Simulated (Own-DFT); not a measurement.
Simulation results for Hf₃₆O₇₁ (tetragonal hafnia with one neutral oxygen vacancy, atoms displaced)

Computed with Own-DFT development build. A calculation, not a measurement: plane-wave PBE and HSE06 DFT by an unreviewed code, no spin, of a simulated cell at Gamma alone, so results move with cell size and shape, stress positive in tension, energies less offsets, not probed for a lower state with spin; hafnium file: forces about 75 meV/angstrom off all-electron values; oxygen file: force components 24 meV/angstrom off all-electron in a glass; k mesh not checked against a denser one; forces and stress are PBE's, HSE06 gives the energy alone, and its difference from PBE has offsets of its own; offsets are fitted by least squares, one for each functional and potential file, so energies compare only between cells with the same atoms and settings and are not formation energies; the far tail of each file's local potential was reset to the Coulomb form; each entry is a single point on an unrelaxed cell, so the pressure reflects the starting lattice, taken from the Materials Project, from which strain is counted, and rises with the displacements; printed positions are rounded, which can move forces by about a meV/angstrom; the program is a retired in-house code; no spin-orbit coupling.

Settings shared by all entries: first functional PBE; second functional HSE06; exact exchange share 0.25; screening 0.11 1/bohr; exchange divergence Gygi-Baldereschi; potential files PseudoDojo norm-conserving, scalar-relativistic, made for PBE, standard set; wave cutoff 48 hartree; occupations fixed; k mesh 1 x 1 x 1 centred on Gamma.

(1) Hf₃₆O₇₁ (tetragonal hafnia with one neutral oxygen vacancy, atoms displaced)

```cif
# cell vector a (Å): 10.7800 0.0000 0.0000
# cell vector b (Å): 0.0000 10.7800 0.0000
# cell vector c (Å): 0.0000 0.0000 10.4493
data_Hf36O71
_symmetry_space_group_name_H-M 'P 1'
_symmetry_Int_Tables_number 1
_cell_length_a 10.7800
_cell_length_b 10.7800
_cell_length_c 10.4493
_cell_angle_alpha 90.000
_cell_angle_beta 90.000
_cell_angle_gamma 90.000
_cell_volume 1214.30
loop_
_atom_site_label
_atom_site_type_symbol
_atom_site_fract_x
_atom_site_fract_y
_atom_site_fract_z
_atom_site_occupancy
Hf1 Hf 0.99996 0.00518 0.00181 1
Hf2 Hf 0.16740 0.16251 0.24710 1
O1 O 0.00071 0.16321 0.15188 1
O2 O 0.16727 0.99795 0.34587 1
O3 O 0.00321 0.16433 0.39971 1
O4 O 0.17152 0.00320 0.09676 1
Hf3 Hf 0.00019 0.99930 0.49774 1
Hf4 Hf 0.17000 0.16469 0.74711 1
O5 O 0.00062 0.16558 0.65522 1
O6 O 0.16798 0.00347 0.84829 1
O7 O 0.00034 0.16391 0.89917 1
O8 O 0.16693 0.00069 0.59838 1
Hf5 Hf 0.99786 0.33345 0.00179 1
Hf6 Hf 0.16709 0.50290 0.24513 1
O9 O 0.00361 0.50035 0.14809 1
O10 O 0.16458 0.33166 0.34859 1
O11 O 0.00043 0.50006 0.40028 1
O12 O 0.17098 0.34014 0.09552 1
Hf7 Hf 0.00199 0.33419 0.49824 1
Hf8 Hf 0.16269 0.50566 0.75382 1
O13 O 0.99648 0.49687 0.65457 1
O14 O 0.16480 0.33084 0.84876 1
O15 O 0.99891 0.50252 0.89674 1
O16 O 0.16986 0.33863 0.59827 1
Hf9 Hf 0.99389 0.66669 0.00310 1
Hf10 Hf 0.16151 0.83509 0.24521 1
O17 O 0.00479 0.83570 0.15234 1
O18 O 0.16464 0.66131 0.35244 1
O19 O 0.99994 0.83468 0.39977 1
O20 O 0.16755 0.66609 0.09891 1
Hf11 Hf 0.99686 0.66851 0.49897 1
Hf12 Hf 0.16689 0.83452 0.74749 1
O21 O 0.99679 0.83571 0.65539 1
O22 O 0.16946 0.66827 0.84930 1
O23 O 0.00292 0.83418 0.90183 1
O24 O 0.16743 0.67126 0.59688 1
Hf13 Hf 0.32957 0.99990 0.00033 1
Hf14 Hf 0.50091 0.16809 0.25327 1
O25 O 0.33698 0.16199 0.15096 1
O26 O 0.49953 0.99853 0.34875 1
O27 O 0.33441 0.16643 0.39689 1
O28 O 0.49636 0.99726 0.10010 1
Hf15 Hf 0.33659 0.00109 0.49816 1
Hf16 Hf 0.49694 0.17112 0.75071 1
O29 O 0.33228 0.16358 0.65097 1
O30 O 0.49947 0.00124 0.84787 1
O31 O 0.33249 0.16476 0.90186 1
Hf17 Hf 0.32891 0.33647 0.99442 1
Hf18 Hf 0.50046 0.50550 0.24843 1
O32 O 0.33462 0.49941 0.14624 1
O33 O 0.49250 0.33131 0.34297 1
O34 O 0.33766 0.49959 0.40457 1
O35 O 0.50231 0.33400 0.09524 1
Hf19 Hf 0.33029 0.33504 0.49958 1
Hf20 Hf 0.49963 0.50314 0.75003 1
O36 O 0.33493 0.50132 0.65471 1
O37 O 0.50243 0.33088 0.85005 1
O38 O 0.33338 0.50065 0.90281 1
O39 O 0.50430 0.33435 0.59833 1
Hf21 Hf 0.33438 0.66365 0.99835 1
Hf22 Hf 0.50041 0.83311 0.25098 1
O40 O 0.33584 0.83426 0.15383 1
O41 O 0.50153 0.66853 0.34846 1
O42 O 0.33212 0.83673 0.39750 1
O43 O 0.50074 0.66547 0.09615 1
Hf23 Hf 0.32920 0.66250 0.50285 1
Hf24 Hf 0.49629 0.83532 0.74921 1
O44 O 0.33421 0.82990 0.65363 1
O45 O 0.50116 0.67025 0.84602 1
O46 O 0.33637 0.82626 0.90484 1
O47 O 0.50442 0.66550 0.59758 1
Hf25 Hf 0.66603 0.99513 0.99638 1
Hf26 Hf 0.82915 0.16852 0.25142 1
O48 O 0.66288 0.16914 0.15937 1
O49 O 0.83213 0.00075 0.34925 1
O50 O 0.67219 0.16482 0.40474 1
O51 O 0.83598 0.00228 0.09656 1
Hf27 Hf 0.66797 0.00609 0.50204 1
Hf28 Hf 0.83006 0.16744 0.74946 1
O52 O 0.67288 0.16557 0.65243 1
O53 O 0.83611 0.00378 0.85012 1
O54 O 0.66304 0.16744 0.90754 1
O55 O 0.83140 0.99905 0.59363 1
Hf29 Hf 0.66846 0.33574 0.00390 1
Hf30 Hf 0.83409 0.49813 0.25210 1
O56 O 0.66700 0.49804 0.15433 1
O57 O 0.83404 0.33103 0.35091 1
O58 O 0.66592 0.49957 0.39924 1
O59 O 0.83308 0.33484 0.10450 1
Hf31 Hf 0.66562 0.32975 0.50271 1
Hf32 Hf 0.83220 0.49715 0.74667 1
O60 O 0.66439 0.50483 0.64725 1
O61 O 0.83351 0.33057 0.84632 1
O62 O 0.66957 0.49572 0.90379 1
O63 O 0.83267 0.33761 0.59704 1
Hf33 Hf 0.66788 0.66611 0.00335 1
Hf34 Hf 0.83885 0.83249 0.25139 1
O64 O 0.66763 0.83293 0.15421 1
O65 O 0.83097 0.66568 0.34664 1
O66 O 0.66591 0.83827 0.40116 1
O67 O 0.82982 0.66822 0.09591 1
Hf35 Hf 0.66430 0.66699 0.49765 1
Hf36 Hf 0.83486 0.83312 0.74933 1
O68 O 0.66662 0.83376 0.64774 1
O69 O 0.83405 0.66610 0.84606 1
O70 O 0.66842 0.83289 0.90276 1
O71 O 0.83678 0.66507 0.59426 1
```

* PBE energy of cell above offsets: -100.860 eV
* HSE06 less PBE above offsets: -0.143 eV
* PBE pressure: 0.73 GPa
* PBE stress xx: -1.21 GPa
* PBE stress yy: 0.21 GPa
* PBE stress zz: -1.19 GPa
* PBE stress yz: -0.3 GPa
* PBE stress xz: 0.3 GPa
* PBE stress xy: -0.07 GPa

Force:
```csv
element,x (eV/Å),y (eV/Å),z (eV/Å)
Hf,-0.086,-0.177,-0.832
Hf,0.702,0.337,0.501
O,-0.072,0.506,-0.279
O,-0.423,0.257,-0.114
O,-0.132,0.341,0.525
O,-1.381,-0.283,0.514
Hf,-0.144,0.785,0.381
Hf,-0.969,0.142,0.606
O,-0.199,0.273,-0.621
O,0.258,-1.029,-0.207
O,0.05,0.991,0.936
O,0.103,-0.346,-0.296
Hf,0.635,-0.315,-0.78
Hf,0.5,-0.553,0.388
O,-1.056,0.132,0.11
O,0.171,0.427,-0.356
O,-0.406,0.08,0.182
O,-1.262,-0.515,0.172
Hf,0.098,-0.431,0.053
Hf,0.051,-1.036,-0.158
O,1.045,0.278,-0.553
O,0.186,0.754,-0.248
O,0.107,-0.338,0.888
O,-0.576,-0.181,-0.076
Hf,1.116,0.165,-1.183
Hf,2.794,-0.657,1.184
O,-1.504,-0.326,-0.669
O,0.171,0.872,-0.593
O,-0.126,-0.558,0.033
O,-0.474,0.005,-0.077
Hf,0.612,-0.449,-0.282
Hf,-0.294,0.357,0.801
O,0.826,-0.189,-0.716
O,-0.166,-0.014,-0.34
O,-0.183,-0.165,0.523
O,-1.002,-0.278,0.613
Hf,1.613,-0.256,0.002
Hf,-1.138,-0.627,-0.775
O,-0.678,0.405,0.018
O,0.041,0.563,0.646
O,-0.355,-0.052,1.016
O,1.01,-0.107,-0.708
Hf,0.405,-0.146,-0.446
Hf,0.535,-0.701,0.321
O,0.734,0.069,-0.39
O,0.106,-0.133,-0.865
O,0.082,0.596,-0.388
Hf,1.362,-0.953,0.726
Hf,-0.169,-1.054,0.095
O,-0.014,0.272,0.815
O,0.601,0.924,0.605
O,-0.209,0.146,-0.267
O,-0.598,0.199,-0.147
Hf,0.738,-0.573,-0.639
Hf,0.583,-0.123,0.001
O,-0.508,0.235,-0.113
O,-0.405,1.113,-0.649
O,-0.006,-0.075,-0.829
O,-1.042,-0.314,0.136
Hf,-0.153,0.581,0.659
Hf,-0.156,0.909,-0.011
O,-1.004,-0.336,-0.167
O,0.019,-0.338,-0.002
O,-0.016,-0.895,1.218
O,0.203,-0.228,0.252
Hf,1.118,1.115,-0.74
Hf,1.01,0.012,0
O,-0.075,0.505,-0.361
O,0.143,-0.991,0.167
O,-0.262,1.398,-0.458
O,-1.303,-0.005,-0.063
Hf,-0.467,0.755,0.898
Hf,0.363,-0.761,-0.091
O,1.066,-0.097,-0.375
O,0.42,-0.204,-0.575
O,-0.347,0.953,-0.261
O,-0.667,-0.246,0.238
Hf,-0.896,-1.803,-0.064
Hf,1.474,-0.449,0.608
O,-1.781,-0.052,-0.244
O,-0.395,-0.792,-0.492
O,0.379,-0.257,-0.19
O,0.906,0.027,0.485
Hf,-1.045,-0.853,-0.122
Hf,-0.236,-0.463,0.319
O,0.428,0.379,-0.172
O,0.168,0.518,-0.15
O,0.054,-0.501,0.18
O,0.587,-0.036,-0.351
Hf,0.409,0.983,-0.572
Hf,-0.53,0.195,0.267
O,0.42,-0.269,0.674
O,0.209,0.454,0.468
O,-0.054,1.013,-0.181
O,-0.001,-0.147,0.002
Hf,-0.859,0.118,-0.991
Hf,-1.541,0.95,0.232
O,0.551,-0.102,-0.273
O,0.472,0.197,-0.222
O,0.271,-0.577,0.288
O,0.984,-0.065,0.73
Hf,0.129,0.551,-0.041
Hf,-0.915,0.404,0.357
O,-0.161,0.278,0.8
O,-0.028,0.045,0.03
O,0.122,-0.304,-0.119
O,-0.671,0.159,0.226
```

(2) Hf₃₆O₇₁ (tetragonal hafnia with one neutral oxygen vacancy, atoms displaced)

```cif
# cell vector a (Å): 10.7800 0.0000 0.0000
# cell vector b (Å): 0.0000 10.7800 0.0000
# cell vector c (Å): 0.0000 0.0000 10.4493
data_Hf36O71
_symmetry_space_group_name_H-M 'P 1'
_symmetry_Int_Tables_number 1
_cell_length_a 10.7800
_cell_length_b 10.7800
_cell_length_c 10.4493
_cell_angle_alpha 90.000
_cell_angle_beta 90.000
_cell_angle_gamma 90.000
_cell_volume 1214.30
loop_
_atom_site_label
_atom_site_type_symbol
_atom_site_fract_x
_atom_site_fract_y
_atom_site_fract_z
_atom_site_occupancy
Hf1 Hf 0.00360 0.99406 0.00860 1
Hf2 Hf 0.16378 0.16539 0.25314 1
O1 O 0.00792 0.17212 0.15215 1
O2 O 0.17466 0.99447 0.35422 1
O3 O 0.00848 0.16281 0.40596 1
O4 O 0.16297 0.00880 0.09592 1
Hf3 Hf 0.00098 0.00270 0.49118 1
Hf4 Hf 0.17614 0.16887 0.73460 1
O5 O 0.00215 0.16418 0.64904 1
O6 O 0.16247 0.00034 0.85397 1
O7 O 0.99607 0.15781 0.90199 1
O8 O 0.17662 0.99583 0.59916 1
Hf5 Hf 0.00653 0.33594 0.00837 1
Hf6 Hf 0.16992 0.49648 0.25101 1
O9 O 0.99250 0.49091 0.16991 1
O10 O 0.16319 0.34757 0.34847 1
O11 O 0.01090 0.50126 0.40541 1
O12 O 0.16881 0.34596 0.09506 1
Hf7 Hf 0.00907 0.33495 0.48979 1
Hf8 Hf 0.17093 0.49987 0.74853 1
O13 O 0.01037 0.49484 0.64627 1
O14 O 0.15939 0.33000 0.84023 1
O15 O 0.98673 0.50704 0.90153 1
O16 O 0.17375 0.33240 0.58674 1
Hf9 Hf 0.99010 0.65574 0.01252 1
Hf10 Hf 0.17049 0.84461 0.24891 1
O17 O 0.00472 0.82915 0.17216 1
O18 O 0.17712 0.67021 0.33495 1
O19 O 0.02058 0.84552 0.39713 1
O20 O 0.16303 0.65485 0.09604 1
Hf11 Hf 0.99518 0.66514 0.51125 1
Hf12 Hf 0.17136 0.82457 0.75376 1
O21 O 0.15571 0.66107 0.84974 1
O22 O 0.01202 0.82971 0.89486 1
O23 O 0.16172 0.66989 0.59774 1
Hf13 Hf 0.33469 0.01039 0.00403 1
Hf14 Hf 0.49508 0.16516 0.26338 1
O24 O 0.33491 0.16730 0.14737 1
O25 O 0.50127 0.99116 0.33766 1
O26 O 0.34057 0.17220 0.39539 1
O27 O 0.51113 0.99569 0.10116 1
Hf15 Hf 0.33588 0.00117 0.50413 1
Hf16 Hf 0.49991 0.15618 0.74080 1
O28 O 0.34059 0.16198 0.67308 1
O29 O 0.50843 0.00929 0.83900 1
O30 O 0.33519 0.18577 0.89341 1
O31 O 0.49339 0.00806 0.59295 1
Hf17 Hf 0.32738 0.33834 0.00305 1
Hf18 Hf 0.50122 0.49558 0.23834 1
O32 O 0.33502 0.50075 0.15428 1
O33 O 0.49316 0.33202 0.34675 1
O34 O 0.34108 0.51066 0.40185 1
O35 O 0.49389 0.33769 0.10612 1
Hf19 Hf 0.33981 0.32799 0.49859 1
Hf20 Hf 0.49282 0.49855 0.74926 1
O36 O 0.32615 0.48142 0.64816 1
O37 O 0.48777 0.33240 0.86358 1
O38 O 0.33961 0.50741 0.90326 1
O39 O 0.50647 0.34213 0.59353 1
Hf21 Hf 0.32641 0.67661 0.99307 1
Hf22 Hf 0.50742 0.83021 0.24877 1
O40 O 0.32788 0.83753 0.15684 1
O41 O 0.48993 0.66507 0.34615 1
O42 O 0.33504 0.83801 0.41257 1
O43 O 0.51615 0.66635 0.09606 1
Hf23 Hf 0.33494 0.66801 0.51707 1
Hf24 Hf 0.50582 0.83360 0.76162 1
O44 O 0.32293 0.83083 0.65399 1
O45 O 0.49767 0.65647 0.83847 1
O46 O 0.33724 0.82891 0.90392 1
O47 O 0.49618 0.66930 0.60034 1
Hf25 Hf 0.66351 0.98876 0.00456 1
Hf26 Hf 0.83612 0.16999 0.24282 1
O48 O 0.67507 0.17347 0.16119 1
O49 O 0.83572 0.99296 0.35465 1
O50 O 0.67206 0.15929 0.40385 1
O51 O 0.83189 0.99855 0.09100 1
Hf27 Hf 0.66328 0.00619 0.51343 1
Hf28 Hf 0.82190 0.16598 0.75193 1
O52 O 0.64989 0.16930 0.63817 1
O53 O 0.83264 0.01180 0.84342 1
O54 O 0.65983 0.15769 0.90373 1
O55 O 0.83251 0.99808 0.60787 1
Hf29 Hf 0.65438 0.33792 0.00550 1
Hf30 Hf 0.83208 0.50150 0.25050 1
O56 O 0.67237 0.50109 0.15049 1
O57 O 0.83673 0.33304 0.36090 1
O58 O 0.66624 0.50846 0.38751 1
O59 O 0.82147 0.32942 0.09211 1
Hf31 Hf 0.67340 0.32965 0.49451 1
Hf32 Hf 0.82407 0.50158 0.76377 1
O60 O 0.68111 0.50590 0.65946 1
O61 O 0.83096 0.33467 0.83365 1
O62 O 0.66569 0.47353 0.89629 1
O63 O 0.83080 0.32249 0.59326 1
Hf33 Hf 0.66755 0.67196 0.00871 1
Hf34 Hf 0.83907 0.84280 0.25112 1
O64 O 0.66851 0.84691 0.14933 1
O65 O 0.84696 0.67661 0.35134 1
O66 O 0.67175 0.83006 0.39347 1
O67 O 0.83936 0.66733 0.09608 1
Hf35 Hf 0.67464 0.65255 0.49320 1
Hf36 Hf 0.82009 0.83484 0.74231 1
O68 O 0.65698 0.83882 0.65714 1
O69 O 0.82739 0.67395 0.86368 1
O70 O 0.68201 0.83158 0.91241 1
O71 O 0.83596 0.67272 0.60233 1
```

* PBE energy of cell above offsets: -87.297 eV
* HSE06 less PBE above offsets: 0.595 eV
* PBE pressure: 5.96 GPa
* PBE stress xx: -9.32 GPa
* PBE stress yy: -2.67 GPa
* PBE stress zz: -5.9 GPa
* PBE stress yz: -0.29 GPa
* PBE stress xz: 1.41 GPa
* PBE stress xy: 0.11 GPa

Force:
```csv
element,x (eV/Å),y (eV/Å),z (eV/Å)
Hf,-0.866,0.225,-4.595
Hf,1.002,-0.345,0.676
O,-0.861,0.463,0.261
O,0.33,3.925,-0.651
O,0.531,1.316,-2.371
O,1.911,-0.078,1.669
Hf,0.142,-1.377,2.97
Hf,-4.846,-1.129,2.982
O,0.085,0.083,0.004
O,1.84,0.012,-0.617
O,0.031,1.636,1.75
O,-1.278,0.839,0.006
Hf,-2.372,-1.399,-3.036
Hf,0.757,4.767,0.184
O,1.064,-0.263,-2.322
O,0.531,-4.583,0.198
O,-0.955,0.788,-0.055
O,-0.992,-0.389,1.087
Hf,-1.351,0.382,2.632
Hf,-1.911,-0.498,0.231
O,-1.449,0.2,0.543
O,-0.167,1.404,0.773
O,0.552,-1.981,1.28
O,0.093,-1.583,0.517
Hf,3.929,1.965,-3.355
Hf,-0.047,-3.412,2.351
O,-0.647,0.603,-3.071
O,-0.311,-0.037,0.4
O,-1.266,-1.76,1.942
O,0.35,0.213,-0.907
Hf,1.668,0.53,-1.854
Hf,-3.661,1.591,0.456
O,1.921,-0.119,-0.191
O,-1.139,0.259,1.938
O,0.75,0.054,0.925
Hf,-0.723,0.882,-0.834
Hf,1.42,-0.389,-2.103
O,-0.538,-0.563,0.338
O,-0.117,1.862,1.527
O,-0.703,-1.604,0.675
O,-3.316,0.678,-0.586
Hf,-2.064,-1.925,-1.91
Hf,1.912,4.092,3.424
O,-0.909,0.512,-5.031
O,-0.924,-4.184,1.927
O,-0.873,-3.442,2.119
O,1.243,-0.63,1.094
Hf,2.706,0.328,-1.705
Hf,-1.387,1.112,2.091
O,0.264,0.066,-0.66
O,0.999,0.437,0.376
O,-0.458,-2.456,0.897
O,0.236,-0.101,0.223
Hf,0.575,3.938,-0.402
Hf,0.754,-2.866,0.133
O,1.389,1.468,0.599
O,0.911,0.72,-2.083
O,-0.821,-0.253,-0.373
O,-0.364,0.161,0.233
Hf,-0.764,-3.16,2.669
Hf,-0.93,-1.16,1.218
O,2.294,-0.02,-1.84
O,1.202,0.493,-0.62
O,0.353,-0.389,0.252
O,-3.693,0.337,0.619
Hf,-1.072,0.6,-4.196
Hf,-2.377,-1.166,-1.229
O,3.686,0,0.699
O,1.046,2.759,1.543
O,0.622,2.718,-0.78
O,2.049,-0.629,0.48
Hf,1.915,3.342,-1.084
Hf,-0.922,-0.037,0.825
O,-2.006,-0.513,0.248
O,0.516,2.313,-0.231
O,-0.457,0.811,-0.425
O,1.09,0.15,1.655
Hf,1.444,-1.546,-2.046
Hf,2.033,1.138,-0.376
O,2.551,-0.378,0.032
O,-0.536,-3.557,0.503
O,0.389,1.738,0.103
O,-0.68,-0.326,-1.297
Hf,-0.21,-4.077,-0.239
Hf,-0.293,0.094,1.483
O,-0.3,0.047,-0.809
O,-0.151,0.167,-2.321
O,0.443,-2.139,0.556
O,2.907,0.182,0.831
Hf,0.546,-0.246,0.742
Hf,3.213,0.132,0.544
O,-3.559,0.529,-2.628
O,0.531,-1.104,1.157
O,0.105,5.13,-0.84
O,0.027,0.228,-0.441
Hf,2.787,-1.602,-1.617
Hf,-1.192,-0.872,0.885
O,1.014,-1.81,0.167
O,-0.47,-1.524,-0.023
O,-0.529,-0.389,1.481
O,-3.645,0.041,3.087
Hf,-1.368,3.049,0.529
Hf,3.643,0.818,1.802
O,-0.116,0.223,-0.524
O,-0.476,-0.929,-1.639
O,-1.995,-0.084,-2.111
O,-1.246,0.464,0.485
```
